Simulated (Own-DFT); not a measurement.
Al₃GaN₄ (wurtzite random alloy, atoms displaced) (calculated)

A calculation, not a measurement: plane-wave density functional theory by an unreviewed code, no spin, of a simulated periodic cell, stress positive in tension, run twice, with PBE and with PBEsol, both on files made for PBE, so the change isn't that of files made for PBEsol, forces on such cells passed a denser k mesh, this cell's mesh not checked; the far tail of each file's local potential was reset to the Coulomb form; each entry is a single point on an unrelaxed cell, so the pressure reflects the starting lattice, mostly measured values (interpolated for alloys), from which strain is counted, and rises with the displacements; printed positions are rounded, which can move forces by about a meV/angstrom; the program, named Own-DFT, is a retired in-house code; no spin-orbit coupling; stress was not checked against mesh or cutoff. Program: Own-DFT development build.

Settings shared by all entries: functional PBE, then PBEsol; potential files PseudoDojo norm-conserving, scalar-relativistic, standard set; wave cutoff 42 hartree; occupations Fermi-Dirac; smearing width 0.1 eV; k mesh 4 x 4 x 3 centred on Gamma.

```json
{"entry": 1, "formula": "Al3GaN4", "kind": "wurtzite random alloy, atoms displaced", "structure": {"cell_angstrom": [[9.3938, 0.0, 0.0], [-4.6969, 8.1352, 0.0], [0.0, 0.0, 10.0655]], "atoms_fractional": [["Al", 0.1115, 0.22706, 0.99466], ["Al", 0.22727, 0.11276, 0.24972], ["N", 0.11895, 0.23572, 0.18356], ["N", 0.22551, 0.11654, 0.45137], ["Ga", 0.10521, 0.22837, 0.51133], ["Al", 0.21542, 0.10207, 0.75417], ["N", 0.10092, 0.20204, 0.69058], ["N", 0.21336, 0.10847, 0.93931], ["Al", 0.0882, 0.53355, 0.00741], ["Al", 0.21572, 0.43323, 0.24656], ["N", 0.10342, 0.55898, 0.18352], ["N", 0.19978, 0.43199, 0.44346], ["Ga", 0.10891, 0.56712, 0.49069], ["Al", 0.23267, 0.43888, 0.74302], ["N", 0.11018, 0.55854, 0.6892], ["N", 0.21401, 0.44996, 0.92536], ["Al", 0.09105, 0.88325, 0.01003], ["Ga", 0.21443, 0.76553, 0.2323], ["N", 0.1318, 0.9078, 0.19674], ["N", 0.22017, 0.76545, 0.42278], ["Al", 0.10771, 0.88992, 0.50024], ["Al", 0.21184, 0.77343, 0.74112], ["N", 0.1305, 0.90519, 0.69211], ["N", 0.22862, 0.78329, 0.93043], ["Al", 0.44222, 0.23644, 0.99018], ["Al", 0.55091, 0.10729, 0.25065], ["N", 0.46711, 0.2346, 0.17259], ["N", 0.56943, 0.1109, 0.43944], ["Ga", 0.44823, 0.21176, 0.49103], ["Al", 0.5434, 0.09507, 0.74757], ["N", 0.43954, 0.22066, 0.68517], ["N", 0.5643, 0.11858, 0.93524], ["Al", 0.42884, 0.53802, 0.98061], ["Al", 0.57139, 0.45371, 0.253], ["N", 0.44757, 0.55252, 0.1744], ["N", 0.57015, 0.44103, 0.44237], ["Al", 0.44582, 0.56988, 0.50302], ["Al", 0.57037, 0.4365, 0.73697], ["N", 0.43342, 0.54927, 0.68577], ["N", 0.55142, 0.44228, 0.92915], ["Al", 0.44759, 0.90067, 0.99624], ["Ga", 0.55014, 0.77016, 0.23674], ["N", 0.43808, 0.88891, 0.19106], ["N", 0.55476, 0.77339, 0.43065], ["Ga", 0.4477, 0.87816, 0.50467], ["Al", 0.55299, 0.77383, 0.75389], ["N", 0.43869, 0.87971, 0.70337], ["N", 0.54862, 0.76966, 0.93528], ["Al", 0.78165, 0.23071, 0.99133], ["Ga", 0.90202, 0.13474, 0.24638], ["N", 0.76621, 0.21665, 0.19298], ["N", 0.89523, 0.10907, 0.4358], ["Al", 0.78761, 0.2308, 0.49478], ["Al", 0.90608, 0.1253, 0.73772], ["N", 0.76908, 0.22657, 0.67639], ["N", 0.88601, 0.11844, 0.93969], ["Al", 0.75668, 0.53765, 0.99761], ["Al", 0.87297, 0.43515, 0.24666], ["N", 0.76431, 0.5564, 0.18722], ["N", 0.90247, 0.46332, 0.43393], ["Al", 0.78307, 0.56161, 0.50436], ["Ga", 0.88839, 0.44777, 0.75625], ["N", 0.78337, 0.55968, 0.68393], ["N", 0.86156, 0.42492, 0.92791], ["Ga", 0.77261, 0.88122, 0.98503], ["Al", 0.88934, 0.77595, 0.25507], ["N", 0.77681, 0.89062, 0.17711], ["N", 0.88137, 0.7803, 0.43617], ["Al", 0.77036, 0.90346, 0.4914], ["Al", 0.8825, 0.76549, 0.75428], ["N", 0.78589, 0.88985, 0.68561], ["N", 0.90291, 0.77, 0.93501]]}, "results": {"PBE_pressure [GPa]": 8.4, "PBE_stress_xx [GPa]": -6.17, "PBE_stress_yy [GPa]": -10.6, "PBE_stress_zz [GPa]": -8.42, "PBE_stress_yz [GPa]": -0.02, "PBE_stress_xz [GPa]": -0.09, "PBE_stress_xy [GPa]": -2.53, "PBEsol_pressure [GPa]": 5.26, "PBEsol_stress_xx [GPa]": -2.99, "PBEsol_stress_yy [GPa]": -7.53, "PBEsol_stress_zz [GPa]": -5.27, "PBEsol_stress_yz [GPa]": -0.07, "PBEsol_stress_xz [GPa]": -0.1, "PBEsol_stress_xy [GPa]": -2.57, "force_element": ["Al", "Al", "N", "N", "Ga", "Al", "N", "N", "Al", "Al", "N", "N", "Ga", "Al", "N", "N", "Al", "Ga", "N", "N", "Al", "Al", "N", "N", "Al", "Al", "N", "N", "Ga", "Al", "N", "N", "Al", "Al", "N", "N", "Al", "Al", "N", "N", "Al", "Ga", "N", "N", "Ga", "Al", "N", "N", "Al", "Ga", "N", "N", "Al", "Al", "N", "N", "Al", "Al", "N", "N", "Al", "Ga", "N", "N", "Ga", "Al", "N", "N", "Al", "Al", "N", "N"], "PBE_force_x [eV/angstrom]": [-0.488, 0.312, 1.251, -0.657, 1.945, 0.954, 3.218, 0.128, 0.562, 0.57, -0.081, 2.57, 1.699, -3.855, 0.899, 0.21, 4.756, 0.541, -2.918, -0.537, 0.427, 1.129, -1.765, -1.614, 1.19, -0.164, -1.8, -0.065, -0.382, 0.226, 0.688, -1.288, 0.118, -3.761, -0.915, -1.963, 0.554, -2.606, 3.232, -0.434, -0.293, 0.062, 1.105, 0.668, -1.86, 0.553, 0.369, -0.501, -0.793, -0.131, 0.322, -2.008, -0.183, -5.615, 1.426, 1.3, 1.077, 0.169, 4.244, -3.298, 0.282, 1.273, -0.467, 0.738, 0.265, -0.708, 1.535, 0.616, 2.028, 0.65, -1.245, -3.468], "PBE_force_y [eV/angstrom]": [-0.547, 2.705, -2.35, -1.193, -1.667, 2.293, 3.698, 0.571, 2.71, 3.755, -5.067, 3.111, -1.796, -0.68, -0.985, -1.667, 2.03, 3.048, -2.71, 4.458, 0.226, 0.256, -4.104, -0.957, -3.335, -0.382, -0.43, -0.883, 1.003, 2.496, -0.729, -0.321, 2.44, -2.315, -1.975, 1.242, -3.103, -0.235, 1.492, 0.825, -1.214, 1.026, 0.776, 0.164, 0.995, 0.139, -0.465, -0.335, -4.209, -2.989, 1.668, 1.293, 0.545, -2.997, -1.039, 0.195, 1.908, 1.457, 1.589, -3.058, 0.167, -0.59, 0.204, 3.708, 0.842, 1.215, 0.253, 0.297, -2.522, 2.644, -0.171, -2.429], "PBE_force_z [eV/angstrom]": [-0.413, 0.804, -0.967, -2.749, -1.574, -0.016, 1.098, 0.662, -3.479, 1.283, 0.119, -2.04, 2.571, 0.001, -0.314, 1.289, -0.426, 1.5, -1.409, 1.435, -0.4, 2.218, -2.032, 1.881, 0.259, -0.488, 2.426, -0.892, 1.328, 0.06, 1.414, -0.149, 1.58, 0.52, 0.777, -0.548, -0.985, 0.175, -0.108, -1.457, -0.009, -0.381, -1.56, 0.623, -0.502, -0.925, -1.971, 0.292, 1.707, -0.424, -1.499, 0.094, -0.354, 2.474, 1.211, -1.275, 0.5, 0.523, -1.453, -0.995, -1.873, -4.191, 0.752, 4.409, 0.904, -1.402, 1.418, 1.162, 1.048, -1.439, 0.332, -0.146], "PBEsol_force_x [eV/angstrom]": [-0.493, 0.308, 1.1, -0.618, 1.906, 0.952, 3.264, 0.135, 0.54, 0.539, -0.068, 2.417, 1.653, -3.875, 0.778, 0.175, 4.765, 0.549, -2.742, -0.446, 0.436, 1.118, -1.774, -1.611, 1.185, -0.181, -1.772, -0.215, -0.388, 0.222, 0.676, -1.296, 0.125, -3.793, -0.897, -1.964, 0.535, -2.599, 3.261, -0.439, -0.264, 0.047, 1.073, 0.511, -1.815, 0.583, 0.357, -0.368, -0.782, -0.131, 0.48, -1.842, -0.145, -5.666, 1.4, 1.304, 1.075, 0.177, 4.249, -3.085, 0.311, 1.227, -0.295, 0.742, 0.229, -0.678, 1.395, 0.584, 2.01, 0.661, -1.23, -3.58], "PBEsol_force_y [eV/angstrom]": [-0.543, 2.751, -2.471, -1.023, -1.632, 2.327, 3.714, 0.547, 2.7, 3.808, -4.806, 2.984, -1.784, -0.726, -1.089, -1.65, 2.046, 2.984, -2.837, 4.281, 0.202, 0.255, -4.096, -0.963, -3.347, -0.397, -0.412, -0.939, 0.993, 2.513, -0.759, -0.285, 2.435, -2.324, -1.798, 1.067, -3.125, -0.218, 1.503, 0.83, -1.216, 1.014, 0.577, 0.266, 0.971, 0.134, -0.501, -0.247, -4.225, -2.925, 1.566, 1.433, 0.584, -2.995, -0.899, 0.035, 1.921, 1.475, 1.602, -2.917, 0.171, -0.585, 0.114, 3.749, 0.831, 1.208, 0.279, 0.299, -2.531, 2.653, -0.16, -2.396], "PBEsol_force_z [eV/angstrom]": [-0.412, 0.819, -0.921, -2.628, -1.544, -0.02, 0.869, 0.674, -3.507, 1.308, 0.252, -1.888, 2.494, -0.031, -0.392, 1.275, -0.399, 1.501, -1.348, 1.388, -0.4, 2.187, -2.027, 1.866, 0.235, -0.466, 2.406, -0.774, 1.341, 0.035, 1.246, -0.14, 1.568, 0.54, 0.816, -0.48, -0.997, 0.172, -0.083, -1.476, 0.005, -0.374, -1.454, 0.499, -0.528, -0.956, -2.081, 0.383, 1.742, -0.409, -1.455, -0.014, -0.382, 2.477, 1.289, -1.238, 0.496, 0.519, -1.461, -0.912, -1.864, -4.105, 0.819, 4.108, 0.92, -1.425, 1.337, 1.185, 1.05, -1.444, 0.326, -0.113], "rms_change_of_force_components_from_PBE_to_PBEsol [eV/angstrom]": 0.074}}
{"entry": 2, "formula": "Al3GaN4", "kind": "wurtzite random alloy, atoms displaced", "structure": {"cell_angstrom": [[9.3938, 0.0, 0.0], [-4.6969, 8.1352, 0.0], [0.0, 0.0, 10.0655]], "atoms_fractional": [["Al", 0.11929, 0.23268, 0.98943], ["Al", 0.2062, 0.09833, 0.2552], ["N", 0.12498, 0.2284, 0.1914], ["N", 0.23987, 0.13059, 0.44254], ["Al", 0.11106, 0.22318, 0.51204], ["Al", 0.23113, 0.10319, 0.75003], ["N", 0.12012, 0.22775, 0.69319], ["N", 0.23612, 0.11518, 0.93434], ["Al", 0.11276, 0.56821, 0.01027], ["Al", 0.21825, 0.45599, 0.26509], ["N", 0.11568, 0.56, 0.18912], ["N", 0.23335, 0.45773, 0.43261], ["Ga", 0.1139, 0.57236, 0.50275], ["Al", 0.21915, 0.42723, 0.73336], ["N", 0.11028, 0.54698, 0.71033], ["N", 0.21099, 0.44842, 0.94163], ["Al", 0.1064, 0.88683, 0.99055], ["Al", 0.22789, 0.76546, 0.24228], ["N", 0.11827, 0.90915, 0.18322], ["N", 0.23145, 0.78594, 0.42983], ["Al", 0.10656, 0.88156, 0.48699], ["Ga", 0.21396, 0.76528, 0.76323], ["N", 0.11776, 0.90038, 0.67475], ["N", 0.21199, 0.77013, 0.931], ["Ga", 0.44965, 0.22081, 0.99309], ["Al", 0.53921, 0.09228, 0.24007], ["N", 0.42888, 0.22258, 0.18361], ["N", 0.57208, 0.1085, 0.43539], ["Al", 0.44193, 0.22194, 0.5138], ["Ga", 0.54588, 0.10935, 0.74978], ["N", 0.43145, 0.23999, 0.69434], ["N", 0.56329, 0.13031, 0.94012], ["Al", 0.44638, 0.56323, 0.99371], ["Al", 0.57377, 0.45173, 0.24737], ["N", 0.4172, 0.54095, 0.19438], ["N", 0.56227, 0.44687, 0.4457], ["Al", 0.44677, 0.5527, 0.50076], ["Ga", 0.55982, 0.44175, 0.74334], ["N", 0.46256, 0.5752, 0.69513], ["N", 0.5705, 0.44781, 0.94999], ["Ga", 0.4491, 0.88907, 0.00441], ["Al", 0.56036, 0.78393, 0.24439], ["N", 0.43897, 0.8763, 0.19428], ["N", 0.54133, 0.76908, 0.44309], ["Ga", 0.46228, 0.89082, 0.49879], ["Ga", 0.54187, 0.76512, 0.76509], ["N", 0.43552, 0.88641, 0.69988], ["N", 0.55876, 0.77466, 0.94831], ["Al", 0.78583, 0.22613, 0.99714], ["Al", 0.87301, 0.08812, 0.25094], ["N", 0.77133, 0.21349, 0.18782], ["N", 0.88988, 0.11254, 0.44022], ["Al", 0.77021, 0.21846, 0.49646], ["Al", 0.88479, 0.10799, 0.75331], ["N", 0.78117, 0.22641, 0.68851], ["N", 0.89875, 0.12362, 0.94427], ["Al", 0.76772, 0.5524, 0.00357], ["Al", 0.88574, 0.43254, 0.24835], ["N", 0.78257, 0.56959, 0.18195], ["N", 0.88174, 0.45002, 0.43583], ["Al", 0.77331, 0.54737, 0.51131], ["Ga", 0.90815, 0.44761, 0.74936], ["N", 0.76481, 0.53993, 0.69508], ["N", 0.88126, 0.45478, 0.93244], ["Al", 0.78491, 0.90607, 0.00623], ["Al", 0.88631, 0.77559, 0.25544], ["N", 0.78261, 0.90931, 0.19802], ["N", 0.89072, 0.7949, 0.43911], ["Al", 0.79072, 0.88494, 0.50507], ["Al", 0.88432, 0.77581, 0.7484], ["N", 0.77984, 0.89775, 0.684], ["N", 0.90171, 0.78839, 0.9473]]}, "results": {"PBE_pressure [GPa]": 10.63, "PBE_stress_xx [GPa]": -8.65, "PBE_stress_yy [GPa]": -13.3, "PBE_stress_zz [GPa]": -9.96, "PBE_stress_yz [GPa]": -3.99, "PBE_stress_xz [GPa]": 1.18, "PBE_stress_xy [GPa]": -2.16, "PBEsol_pressure [GPa]": 7.5, "PBEsol_stress_xx [GPa]": -5.53, "PBEsol_stress_yy [GPa]": -10.19, "PBEsol_stress_zz [GPa]": -6.77, "PBEsol_stress_yz [GPa]": -4.03, "PBEsol_stress_xz [GPa]": 1.15, "PBEsol_stress_xy [GPa]": -2.16, "force_element": ["Al", "Al", "N", "N", "Al", "Al", "N", "N", "Al", "Al", "N", "N", "Ga", "Al", "N", "N", "Al", "Al", "N", "N", "Al", "Ga", "N", "N", "Ga", "Al", "N", "N", "Al", "Ga", "N", "N", "Al", "Al", "N", "N", "Al", "Ga", "N", "N", "Ga", "Al", "N", "N", "Ga", "Ga", "N", "N", "Al", "Al", "N", "N", "Al", "Al", "N", "N", "Al", "Al", "N", "N", "Al", "Ga", "N", "N", "Al", "Al", "N", "N", "Al", "Al", "N", "N"], "PBE_force_x [eV/angstrom]": [1.403, 0.935, -2.904, -1.691, 0.121, -2.756, -0.66, -2.676, -0.264, 0.824, -1.829, -0.937, 0.755, 0.288, 4.174, 1.68, 2.124, -2.77, 0.423, -1.009, 1.296, -0.263, -0.659, 0.292, -2.524, -0.712, 2.726, -3.923, 1.295, 0.959, 2.395, 3.938, -0.308, -3.635, 4.248, -0.129, -0.001, -2.225, -1.338, -4.674, -1.364, 0.098, 0.338, 4.858, -3.06, 0.258, 0.645, 0.883, -1.204, 1.511, -0.172, 0.352, 2.953, 0.219, -0.023, -0.477, 3.135, -0.472, 1.15, 0.983, -0.322, -5.287, 3.803, 1.74, 1.377, 0.641, 0.269, 3.18, -5.169, 0.377, 0.68, -3.887], "PBE_force_y [eV/angstrom]": [-0.298, 5.325, -0.496, -2.465, -0.011, 0.187, -4.312, -1.517, -2.591, -3.239, -1.615, -1.326, -1.435, 5.394, 1.804, 0.97, 2.512, 2.403, -5.738, 0.239, 2.447, 1.634, -2.538, 1.753, 1.991, 3.382, -0.364, 0.034, 0.451, 1.021, -3.643, -3.393, -3.879, -2.119, 3.489, -0.319, 0.812, 2.136, -5.971, 0.151, 0.807, -2.943, 0.983, -0.78, 0.886, 5.047, -0.158, 2.09, 1.656, 12.18, 0.015, -0.197, 1.421, 0.916, -1.268, -1.436, 2.438, 0.95, -0.935, -0.578, 0.929, -2.604, 4.101, -0.674, -1.071, 1.712, -10.93, -3.693, 2.483, 0.495, -1.207, -1.496], "PBE_force_z [eV/angstrom]": [2.667, 0.308, -0.315, 0.077, -3.101, 0.422, -0.257, -0.904, -2.343, -4.285, 0.617, 5.868, 0.121, 3.565, -4.406, -1.403, 1.937, 1.491, -0.303, 0.116, 0.805, -5.608, 1.038, 6.713, 2.725, 1.084, 1.908, -0.672, -2.651, -0.077, -1.608, -0.53, 2.32, 0.308, -1.431, -0.432, -0.365, 3.719, -2.587, -2.071, -1.152, 1.7, -1.051, -1.913, 1.722, -1.075, -0.856, 1.06, 0.292, 3.415, -0.163, 0.653, 0.875, -0.628, -0.471, -1.313, -0.949, -0.342, 2.019, 0.234, -1.059, 1.233, -1.576, 3.21, -0.28, -1.495, -4.108, -1.064, 0.001, 0.35, 2.129, -1.864], "PBEsol_force_x [eV/angstrom]": [1.424, 0.939, -2.886, -1.701, 0.11, -2.751, -0.639, -2.489, -0.269, 0.761, -1.818, -1.031, 0.757, 0.316, 3.911, 1.641, 2.173, -2.785, 0.43, -0.857, 1.304, -0.222, -0.573, 0.405, -2.475, -0.718, 2.683, -3.942, 1.356, 0.951, 2.506, 3.696, -0.317, -3.632, 4.234, -0.137, 0.003, -2.149, -1.218, -4.699, -1.328, 0.11, 0.351, 4.638, -2.984, 0.246, 0.636, 0.729, -1.2, 1.506, -0.174, 0.349, 2.977, 0.222, -0.134, -0.459, 3.162, -0.466, 1.18, 1.098, -0.309, -5.193, 3.697, 1.754, 1.362, 0.635, 0.288, 3.188, -5.22, 0.381, 0.572, -3.905], "PBEsol_force_y [eV/angstrom]": [-0.32, 5.324, -0.468, -2.455, 0.002, 0.175, -4.378, -1.404, -2.589, -3.234, -1.642, -1.262, -1.394, 5.439, 1.86, 0.997, 2.53, 2.41, -5.751, 0.14, 2.438, 1.591, -2.599, 1.805, 1.943, 3.369, -0.358, -0.159, 0.442, 0.996, -3.399, -3.384, -3.896, -2.114, 3.451, -0.34, 0.797, 2.074, -5.77, -0.069, 0.772, -2.937, 0.97, -0.627, 0.846, 4.928, -0.152, 2.184, 1.656, 12.25, -0.021, -0.212, 1.452, 0.928, -1.155, -1.418, 2.475, 0.968, -0.938, -0.517, 0.97, -2.551, 3.89, -0.668, -1.072, 1.722, -10.98, -3.709, 2.485, 0.469, -1.271, -1.525], "PBEsol_force_z [eV/angstrom]": [2.651, 0.341, -0.318, 0.08, -3.108, 0.433, -0.23, -0.801, -2.352, -4.302, 0.624, 5.936, 0.09, 3.568, -4.343, -1.423, 1.933, 1.474, -0.327, 0.228, 0.79, -5.462, 1.065, 6.425, 2.663, 1.063, 1.732, -0.642, -2.634, -0.03, -1.468, -0.576, 2.288, 0.308, -1.425, -0.437, -0.339, 3.64, -2.425, -2.147, -1.129, 1.687, -1.215, -1.831, 1.663, -1.058, -0.83, 0.915, 0.275, 3.431, -0.152, 0.652, 0.892, -0.608, -0.367, -1.299, -0.956, -0.356, 2.002, 0.281, -1.05, 1.239, -1.418, 2.992, -0.283, -1.505, -4.118, -1.063, -0.009, 0.356, 2.166, -1.847], "rms_change_of_force_components_from_PBE_to_PBEsol [eV/angstrom]": 0.074}}
```
